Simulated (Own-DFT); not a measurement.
# Computed records: AlGa3N4 (wurtzite random alloy, strained, atoms displaced)

A calculation, not a measurement: plane-wave PBE density functional theory by an unreviewed code, no spin, of a simulated periodic cell, stress positive in tension, free energy of the whole cell less one offset for each atom, forces on such cells passed a denser k mesh, this cell's mesh not checked; offsets are fitted by least squares, one for each functional and potential file, so energies compare only between cells with the same atoms and settings and are not formation energies; the far tail of each file's local potential was reset to the Coulomb form; each entry is a single point on an unrelaxed cell, so the pressure reflects the starting lattice, mostly measured values, from which strain is counted, and rises with the displacements; printed positions are rounded, which can move forces by about a meV/angstrom; the program is a retired in-house code; no spin-orbit coupling. Program: Own-DFT development build.

Common to all runs: functional PBE; potential files PseudoDojo norm-conserving, scalar-relativistic, standard set with the stringent files for Ga; wave cutoff 96 hartree; occupations Gaussian; smearing width 0.01 eV; k mesh 4 x 4 x 3 centred on Gamma.

```json
{"entry": 1, "formula": "AlGa3N4", "kind": "wurtzite random alloy, strained, atoms displaced", "structure": {"cell_angstrom": [[9.6043, 0.0, 0.0], [-4.8022, 8.3176, 0.0], [0.0, 0.0, 10.2685]], "atoms_fractional": [["Al", 0.10617, 0.22167, 0.99366], ["Ga", 0.22546, 0.11557, 0.24222], ["N", 0.10345, 0.21709, 0.18723], ["N", 0.22158, 0.11717, 0.43467], ["Ga", 0.1124, 0.22919, 0.50435], ["Ga", 0.22102, 0.10582, 0.75454], ["N", 0.12131, 0.23222, 0.69449], ["N", 0.23061, 0.11632, 0.93749], ["Ga", 0.10846, 0.54821, 0.99766], ["Al", 0.21584, 0.44183, 0.25713], ["N", 0.10946, 0.55298, 0.19051], ["N", 0.22439, 0.45142, 0.43739], ["Al", 0.10682, 0.551, 0.49378], ["Ga", 0.21883, 0.44359, 0.74231], ["N", 0.12007, 0.56826, 0.68273], ["N", 0.22376, 0.44485, 0.94134], ["Ga", 0.1175, 0.90168, 0.00371], ["Al", 0.23326, 0.80102, 0.25136], ["N", 0.10677, 0.8918, 0.18163], ["N", 0.22627, 0.78054, 0.42452], ["Ga", 0.11184, 0.88361, 0.50145], ["Ga", 0.21775, 0.77992, 0.75022], ["N", 0.11586, 0.8817, 0.68696], ["N", 0.22691, 0.77127, 0.93509], ["Ga", 0.4419, 0.21885, 0.99876], ["Ga", 0.54446, 0.10157, 0.25122], ["N", 0.44617, 0.21963, 0.18615], ["N", 0.55362, 0.10719, 0.44219], ["Ga", 0.43976, 0.22179, 0.49466], ["Ga", 0.56183, 0.11278, 0.75588], ["N", 0.44545, 0.22076, 0.69182], ["N", 0.55974, 0.11684, 0.94129], ["Ga", 0.43878, 0.54817, 0.00125], ["Ga", 0.55322, 0.44934, 0.24319], ["N", 0.44224, 0.55729, 0.19209], ["N", 0.56095, 0.45582, 0.44022], ["Al", 0.44376, 0.55167, 0.50204], ["Ga", 0.5608, 0.44936, 0.74876], ["N", 0.44093, 0.55856, 0.6912], ["N", 0.55738, 0.43943, 0.93949], ["Ga", 0.44418, 0.89617, 0.00452], ["Ga", 0.56124, 0.78247, 0.25033], ["N", 0.45298, 0.88786, 0.19279], ["N", 0.55044, 0.77022, 0.43747], ["Al", 0.43835, 0.88819, 0.50503], ["Al", 0.5593, 0.77661, 0.74678], ["N", 0.44635, 0.89436, 0.6891], ["N", 0.54956, 0.76992, 0.94605], ["Ga", 0.79521, 0.23815, 0.99987], ["Ga", 0.8922, 0.11062, 0.24921], ["N", 0.78086, 0.22154, 0.19232], ["N", 0.88312, 0.11919, 0.43757], ["Ga", 0.78182, 0.22232, 0.49108], ["Ga", 0.88933, 0.11799, 0.74458], ["N", 0.78175, 0.21702, 0.68847], ["N", 0.8866, 0.09992, 0.94022], ["Ga", 0.77839, 0.55772, 0.99356], ["Ga", 0.89391, 0.44589, 0.24353], ["N", 0.77221, 0.54939, 0.19354], ["N", 0.89429, 0.44176, 0.43966], ["Al", 0.76544, 0.55588, 0.4938], ["Ga", 0.88432, 0.44426, 0.74201], ["N", 0.77334, 0.55981, 0.69069], ["N", 0.89045, 0.44584, 0.94069], ["Al", 0.77107, 0.88058, 0.00816], ["Ga", 0.89839, 0.79636, 0.2386], ["N", 0.78035, 0.89091, 0.18879], ["N", 0.89621, 0.7852, 0.44148], ["Ga", 0.77136, 0.88996, 0.50023], ["Ga", 0.88444, 0.77598, 0.74221], ["N", 0.78541, 0.89123, 0.68716], ["N", 0.88902, 0.77272, 0.93663]]}, "results": {"free_energy_of_cell_above_offsets [eV]": "-10.039", "pressure [GPa]": 2.95, "stress_xx [GPa]": -2.69, "stress_yy [GPa]": -1.6, "stress_zz [GPa]": -4.55, "stress_yz [GPa]": 0.15, "stress_xz [GPa]": -0.62, "stress_xy [GPa]": 0.04, "force_element": ["Al", "Ga", "N", "N", "Ga", "Ga", "N", "N", "Ga", "Al", "N", "N", "Al", "Ga", "N", "N", "Ga", "Al", "N", "N", "Ga", "Ga", "N", "N", "Ga", "Ga", "N", "N", "Ga", "Ga", "N", "N", "Ga", "Ga", "N", "N", "Al", "Ga", "N", "N", "Ga", "Ga", "N", "N", "Al", "Al", "N", "N", "Ga", "Ga", "N", "N", "Ga", "Ga", "N", "N", "Ga", "Ga", "N", "N", "Al", "Ga", "N", "N", "Al", "Ga", "N", "N", "Ga", "Ga", "N", "N"], "force_x [eV/angstrom]": [0.431, -0.669, 1.199, -0.165, 0.002, 0.508, -0.447, -2.063, 0.387, 0.297, 1.209, 0.348, 0.211, -0.029, -0.726, -0.462, 0.262, 0.153, 2.477, 0.182, 0.021, 2.274, -2.296, -1.167, 1.169, 1.612, -0.55, -0.438, 0.762, -0.594, -0.079, 0.669, 0.468, 0.49, -1.022, -1.181, -0.525, -1.426, 0.986, -0.711, 0.988, 0.164, -2.267, -0.747, 0.694, -0.903, 1.045, 0.984, -0.691, -1.038, -0.658, 2.966, -2.393, 1.757, -1.622, 0.208, 0.097, -0.928, 0.485, -1.609, 2.767, 0.817, 1.025, -0.095, -0.057, -0.152, -0.751, -1.005, 0.714, 1.161, -1.809, -0.712], "force_y [eV/angstrom]": [0.027, 0.338, 1.678, -0.617, -0.62, 0.429, -2.225, -0.103, 1.319, 0.377, 1.454, -0.148, 1.28, 1.958, -1.755, -1.799, -1.974, -2.439, 0.536, -0.352, 0.84, -0.297, 1.469, 0.986, 0.969, 1.754, 0.228, -0.343, 0.334, -0.116, 0.36, -0.18, 0.527, -0.436, -0.663, -1.307, 0.724, -1.239, 0.506, 0.427, -0.924, -1.231, -0.087, 0.473, -0.063, 0.512, -0.987, 1.262, -2.82, 0.308, -0.323, -1.809, 0.737, -1.333, 1.52, 0.532, -0.527, -0.213, 1.515, 1.308, 0.992, 0.35, -0.706, 0.811, 0.182, -3.121, 0.194, -1.125, 0.144, 0.716, 0.073, 1.732], "force_z [eV/angstrom]": [0.544, 0.841, -0.883, 0.217, -0.766, -1.359, -0.781, 0.767, 0.721, -1.682, 0.083, 0.776, 0.097, 1.551, -0.78, -0.805, -2.526, -1.802, 1.555, 2.52, -0.858, 0.614, 0.09, 1.285, -0.14, 0.307, 0.44, -0.135, 0.948, -0.882, -0.537, 0.471, 0.028, 0.766, 0.111, -0.218, -0.242, 0.4, -1.005, -0.068, -1.014, 0.337, -0.426, 1.266, -0.725, 0.99, -0.2, -1.198, 0.787, 0.148, -0.462, -0.019, 1.143, 1.381, -0.682, 0.049, 1.341, 0.998, -0.953, 0.264, 0.296, 0.262, -1.944, -1.545, -2.089, 2.254, -0.439, -0.667, -0.681, 1.147, 0.349, 0.369]}}
{"entry": 2, "formula": "AlGa3N4", "kind": "wurtzite random alloy, strained, atoms displaced", "structure": {"cell_angstrom": [[9.6043, 0.0, 0.0], [-4.8022, 8.3176, 0.0], [0.0, 0.0, 10.2685]], "atoms_fractional": [["Al", 0.10729, 0.23013, 0.99921], ["Ga", 0.21415, 0.11164, 0.25652], ["N", 0.12164, 0.22682, 0.18159], ["N", 0.22012, 0.11132, 0.43242], ["Ga", 0.103, 0.21925, 0.4933], ["Al", 0.22843, 0.11505, 0.74623], ["N", 0.1148, 0.22425, 0.6824], ["N", 0.21537, 0.10901, 0.9413], ["Al", 0.10515, 0.54404, 0.99539], ["Ga", 0.21904, 0.43716, 0.24111], ["N", 0.11596, 0.55417, 0.19075], ["N", 0.22062, 0.43487, 0.43594], ["Ga", 0.10667, 0.55744, 0.50399], ["Ga", 0.21724, 0.44228, 0.74979], ["N", 0.11169, 0.55622, 0.68403], ["N", 0.23014, 0.44394, 0.94729], ["Al", 0.11399, 0.8967, 0.99476], ["Ga", 0.20976, 0.77192, 0.25008], ["N", 0.11263, 0.88881, 0.17585], ["N", 0.22251, 0.77093, 0.4418], ["Ga", 0.10352, 0.87317, 0.50309], ["Ga", 0.21488, 0.77479, 0.74988], ["N", 0.11786, 0.89004, 0.68192], ["N", 0.21487, 0.77187, 0.93698], ["Ga", 0.45338, 0.22647, 0.00997], ["Ga", 0.57219, 0.12816, 0.24185], ["N", 0.43911, 0.22259, 0.19347], ["N", 0.54618, 0.10354, 0.43118], ["Ga", 0.44656, 0.22157, 0.49856], ["Ga", 0.54921, 0.11375, 0.75541], ["N", 0.45019, 0.23307, 0.69625], ["N", 0.55529, 0.11717, 0.93064], ["Al", 0.4496, 0.55617, 0.00583], ["Ga", 0.54457, 0.43716, 0.25412], ["N", 0.44836, 0.55623, 0.1916], ["N", 0.54983, 0.44654, 0.43632], ["Ga", 0.458, 0.5687, 0.49914], ["Ga", 0.55435, 0.44938, 0.74698], ["N", 0.44195, 0.55629, 0.69444], ["N", 0.55114, 0.43998, 0.93779], ["Ga", 0.44105, 0.88942, 0.00393], ["Al", 0.55076, 0.77646, 0.25906], ["N", 0.44338, 0.887, 0.19386], ["N", 0.54888, 0.78182, 0.44399], ["Al", 0.45057, 0.90143, 0.49771], ["Ga", 0.54789, 0.7759, 0.74415], ["N", 0.44213, 0.88385, 0.69233], ["N", 0.56504, 0.78491, 0.94847], ["Ga", 0.77718, 0.22401, 0.99842], ["Al", 0.88835, 0.10997, 0.25012], ["N", 0.78049, 0.21827, 0.18849], ["N", 0.88293, 0.10878, 0.44527], ["Ga", 0.7834, 0.21577, 0.50285], ["Ga", 0.88809, 0.11293, 0.7492], ["N", 0.78151, 0.22225, 0.68651], ["N", 0.87897, 0.11215, 0.94025], ["Ga", 0.77335, 0.56151, 0.00067], ["Ga", 0.8819, 0.44396, 0.25025], ["N", 0.77971, 0.5616, 0.18283], ["N", 0.88592, 0.44324, 0.43593], ["Al", 0.78366, 0.56189, 0.50406], ["Ga", 0.88787, 0.43604, 0.75065], ["N", 0.77504, 0.55077, 0.6897], ["N", 0.8927, 0.45178, 0.94048], ["Ga", 0.77567, 0.87847, 0.99539], ["Ga", 0.87447, 0.78053, 0.25461], ["N", 0.77285, 0.88029, 0.1864], ["N", 0.88494, 0.77009, 0.43469], ["Ga", 0.78428, 0.89039, 0.49842], ["Ga", 0.89522, 0.784, 0.76031], ["N", 0.77936, 0.88589, 0.69169], ["N", 0.8889, 0.79188, 0.94546]]}, "results": {"free_energy_of_cell_above_offsets [eV]": "-9.330", "pressure [GPa]": 3.17, "stress_xx [GPa]": -1.37, "stress_yy [GPa]": -1.38, "stress_zz [GPa]": -6.75, "stress_yz [GPa]": 0.27, "stress_xz [GPa]": -0.39, "stress_xy [GPa]": 2.08, "force_element": ["Al", "Ga", "N", "N", "Ga", "Al", "N", "N", "Al", "Ga", "N", "N", "Ga", "Ga", "N", "N", "Al", "Ga", "N", "N", "Ga", "Ga", "N", "N", "Ga", "Ga", "N", "N", "Ga", "Ga", "N", "N", "Al", "Ga", "N", "N", "Ga", "Ga", "N", "N", "Ga", "Al", "N", "N", "Al", "Ga", "N", "N", "Ga", "Al", "N", "N", "Ga", "Ga", "N", "N", "Ga", "Ga", "N", "N", "Al", "Ga", "N", "N", "Ga", "Ga", "N", "N", "Ga", "Ga", "N", "N"], "force_x [eV/angstrom]": [0.996, 1.197, -2.438, 0.009, 1.555, -0.693, 0.244, -0.035, 0.532, 0.262, -1.302, -0.445, 1.414, 0.678, -0.371, -1.175, 0.216, 0.764, -0.922, 0.109, 0.416, 1.179, -1.1, -0.348, -1.635, -2.217, 0.922, 0.985, -0.677, 0.876, -0.775, 0.321, -0.118, 0.796, -0.53, 2.103, -1.836, 0.306, -0.151, -0.296, 0.326, -0.139, 0.319, 0.864, -0.76, 1.288, -1.084, -2.06, -0.445, 0.491, 1.298, 1.176, -2.713, 0.779, -0.916, 2.035, 0.555, 0.953, -0.416, -0.853, -0.543, -0.56, 0.594, -0.053, -2.276, 2.851, -2.094, -0.145, -0.769, -0.17, -0.24, 3.89], "force_y [eV/angstrom]": [-1.754, -1.311, -1.771, -0.975, 0.676, 0.087, -0.884, 0.84, 1.788, 1.562, -0.641, 1.52, -1.278, 0.063, -0.498, 0.464, -0.724, 0.81, 0.149, 1.352, 1.454, 0.031, 1.025, -0.102, -0.535, -2.65, -0.334, 1.356, 0.281, -0.49, -1.773, -0.492, 0.53, 1.213, 0.933, 0.297, -2.061, 0.302, -0.033, 1.307, -0.346, 0.017, 0.366, 1.179, -2.009, 0.359, 1.523, -2.169, 0.189, -0.424, 0.844, -0.86, 1.385, -0.554, -0.559, 0.37, -0.177, 0.814, -0.927, 0.05, -1.761, 1.113, 1.112, -0.562, 3.018, -0.816, 2.168, 0.135, -0.816, -0.646, 0.237, -1.987], "force_z [eV/angstrom]": [-0.593, -2.521, 0.167, 2.682, 0.664, 0.745, 1.137, -1.302, 1.184, 1.641, -1.573, 0.073, -1.967, 0.066, 1.772, -0.605, 0.532, -0.27, 1.596, -0.084, -1.856, 0.152, 2.025, 0.676, -1.461, 1.073, 0.018, 0.9, 0.179, -2.252, -1.515, 3.205, -0.432, -0.823, -0.373, 1.594, 0.486, 0.866, -0.915, 0.573, -0.196, -1.545, 0.104, -0.705, 0.675, 1.701, -1.522, -1.363, -0.255, -0.618, -0.119, -2.775, -0.484, 0.317, 0.556, 0.031, -0.734, -0.675, 1.539, 1.172, -0.487, -0.055, -0.416, -0.099, 1.541, -1.796, 1.315, 1.531, 0.987, -1.322, -0.506, -1.259]}}
{"entry": 3, "formula": "AlGa3N4", "kind": "wurtzite random alloy, strained, atoms displaced", "structure": {"cell_angstrom": [[9.6043, 0.0, 0.0], [-4.8022, 8.3176, 0.0], [0.0, 0.0, 10.2685]], "atoms_fractional": [["Ga", 0.11472, 0.22301, 0.99373], ["Ga", 0.21863, 0.10115, 0.24183], ["N", 0.11619, 0.22504, 0.18799], ["N", 0.22369, 0.11351, 0.43707], ["Ga", 0.10827, 0.21696, 0.50114], ["Ga", 0.22659, 0.1196, 0.74492], ["N", 0.10934, 0.22692, 0.68695], ["N", 0.21062, 0.10777, 0.93572], ["Al", 0.10666, 0.55704, 0.99931], ["Ga", 0.22394, 0.44685, 0.24426], ["N", 0.1214, 0.5665, 0.18599], ["N", 0.21966, 0.44123, 0.4416], ["Ga", 0.10949, 0.54555, 0.4992], ["Ga", 0.22563, 0.4412, 0.76127], ["N", 0.11576, 0.55283, 0.68788], ["N", 0.21094, 0.42966, 0.9482], ["Ga", 0.11041, 0.88292, 0.99941], ["Ga", 0.22246, 0.77487, 0.25785], ["N", 0.11359, 0.88737, 0.18827], ["N", 0.20564, 0.77403, 0.43779], ["Ga", 0.11117, 0.88695, 0.50561], ["Ga", 0.22587, 0.77857, 0.7629], ["N", 0.11782, 0.89136, 0.69113], ["N", 0.22419, 0.78737, 0.93461], ["Ga", 0.4405, 0.21861, 0.99871], ["Ga", 0.56351, 0.10584, 0.25219], ["N", 0.45042, 0.21581, 0.19135], ["N", 0.55704, 0.11866, 0.4355], ["Ga", 0.45462, 0.22159, 0.51146], ["Ga", 0.56247, 0.10989, 0.75395], ["N", 0.4512, 0.21749, 0.69382], ["N", 0.5606, 0.11555, 0.93567], ["Ga", 0.44062, 0.55252, 0.99239], ["Ga", 0.55213, 0.45611, 0.24755], ["N", 0.44679, 0.56111, 0.19606], ["N", 0.55394, 0.44167, 0.44552], ["Ga", 0.44491, 0.55313, 0.49932], ["Ga", 0.55185, 0.44341, 0.74991], ["N", 0.45305, 0.55625, 0.68302], ["N", 0.5618, 0.43706, 0.9361], ["Al", 0.44559, 0.89275, 0.99456], ["Ga", 0.5543, 0.77361, 0.25119], ["N", 0.45243, 0.8894, 0.18771], ["N", 0.55637, 0.78493, 0.42865], ["Al", 0.43891, 0.89058, 0.49479], ["Al", 0.54095, 0.76574, 0.74942], ["N", 0.44971, 0.87555, 0.68398], ["N", 0.56537, 0.78891, 0.94607], ["Ga", 0.77735, 0.22398, 0.00063], ["Al", 0.88696, 0.11881, 0.24114], ["N", 0.77191, 0.22261, 0.19228], ["N", 0.89164, 0.11199, 0.44055], ["Ga", 0.779, 0.22398, 0.49509], ["Al", 0.89157, 0.11096, 0.74878], ["N", 0.76948, 0.21562, 0.68674], ["N", 0.89094, 0.11615, 0.94233], ["Ga", 0.77785, 0.55285, 0.99973], ["Ga", 0.88416, 0.43587, 0.25426], ["N", 0.77007, 0.55888, 0.18794], ["N", 0.88267, 0.43654, 0.44464], ["Ga", 0.78142, 0.5637, 0.49551], ["Ga", 0.88477, 0.43997, 0.7515], ["N", 0.78085, 0.56206, 0.69109], ["N", 0.90062, 0.45288, 0.93879], ["Al", 0.77628, 0.88916, 0.99625], ["Al", 0.89133, 0.77809, 0.25341], ["N", 0.76837, 0.88295, 0.18789], ["N", 0.89065, 0.78103, 0.43656], ["Al", 0.76389, 0.87543, 0.49633], ["Ga", 0.88938, 0.78089, 0.74212], ["N", 0.78719, 0.89706, 0.69204], ["N", 0.89617, 0.77555, 0.93624]]}, "results": {"free_energy_of_cell_above_offsets [eV]": "-9.260", "pressure [GPa]": 3.07, "stress_xx [GPa]": -1.7, "stress_yy [GPa]": -1.67, "stress_zz [GPa]": -5.83, "stress_yz [GPa]": -0.58, "stress_xz [GPa]": 0.15, "stress_xy [GPa]": 0.67, "force_element": ["Ga", "Ga", "N", "N", "Ga", "Ga", "N", "N", "Al", "Ga", "N", "N", "Ga", "Ga", "N", "N", "Ga", "Ga", "N", "N", "Ga", "Ga", "N", "N", "Ga", "Ga", "N", "N", "Ga", "Ga", "N", "N", "Ga", "Ga", "N", "N", "Ga", "Ga", "N", "N", "Al", "Ga", "N", "N", "Al", "Al", "N", "N", "Ga", "Al", "N", "N", "Ga", "Al", "N", "N", "Ga", "Ga", "N", "N", "Ga", "Ga", "N", "N", "Al", "Al", "N", "N", "Al", "Ga", "N", "N"], "force_x [eV/angstrom]": [-0.801, 0.491, -1.233, 0.641, 0.36, -0.115, 0.133, 1.924, 1.147, -0.023, -0.978, 0.642, -0.543, -0.797, -0.339, -0.173, -1.138, 0.202, -0.862, 2.725, -0.757, -0.16, -0.019, 2.212, -0.059, -2.253, -1.068, 0.69, -1.738, -0.424, -0.793, -0.363, 0.917, 1.63, -1.029, 0.277, -0.683, 1.695, -1.236, -1.76, 0.347, -0.136, -1.249, -0.665, 0.301, 2.406, -1.583, -1.65, 0.352, 1.517, 2.102, -0.904, 0.311, -0.7, 2.015, -0.221, 0.222, -0.425, 1.567, 0.151, -0.009, 0.329, 0.083, -0.603, 1.641, -0.59, 2.107, -0.954, 0.969, 0.77, -1.84, -2.008], "force_y [eV/angstrom]": [-2.368, 1.802, -0.666, -0.482, 0.249, -1.106, -0.469, -0.081, 0.597, -0.483, -1.612, 0.211, 0.824, 0.364, 0.117, 4.315, 1.039, 1.201, -1.471, -0.165, 1.31, -0.381, 0.067, -1.484, -0.376, -0.197, 0.799, -2.113, 0.181, -1.129, 0.423, -1.291, 0.487, -2.584, -0.837, 0.552, 0.123, -0.004, 0.187, 0.635, 0.203, 1.1, -0.368, -0.398, -0.223, 1.274, 1.088, -1.552, 0.392, -1.382, 0.21, -1.324, -1.62, 0.318, 0.648, -1.216, 0.874, 1.87, 0.418, 1.8, -1.103, 0.53, -1.095, -0.968, 0.317, 0.37, 1.598, 0.226, 2.239, 0.198, -0.891, 0.284], "force_z [eV/angstrom]": [1.998, 1.363, -0.176, 0.567, -0.948, 0.267, 1.22, -0.124, 0.489, 0.986, -0.691, -0.923, 0.482, -1.929, 1.219, -0.934, 0.259, -1.527, 0.075, 1.159, -0.446, -4.519, 0.219, 3.305, 0.706, -0.34, -0.677, 1.168, -1.997, -0.949, 0.469, 1.252, 1.441, 1.014, -2.113, -0.798, -1.023, -0.447, 1.989, 0.327, 1.258, -1.569, -0.923, 3.151, 0.217, 0.506, -0.264, -2.034, -0.14, 1.058, -0.909, -1.347, 0.986, 0.091, 0.39, -1.008, -0.029, -0.327, 0.804, -0.928, 0.83, -0.969, -0.616, 0.539, 0.759, -1.292, -0.467, 0.009, 0.444, 1.221, -1.125, 0.272]}}
```
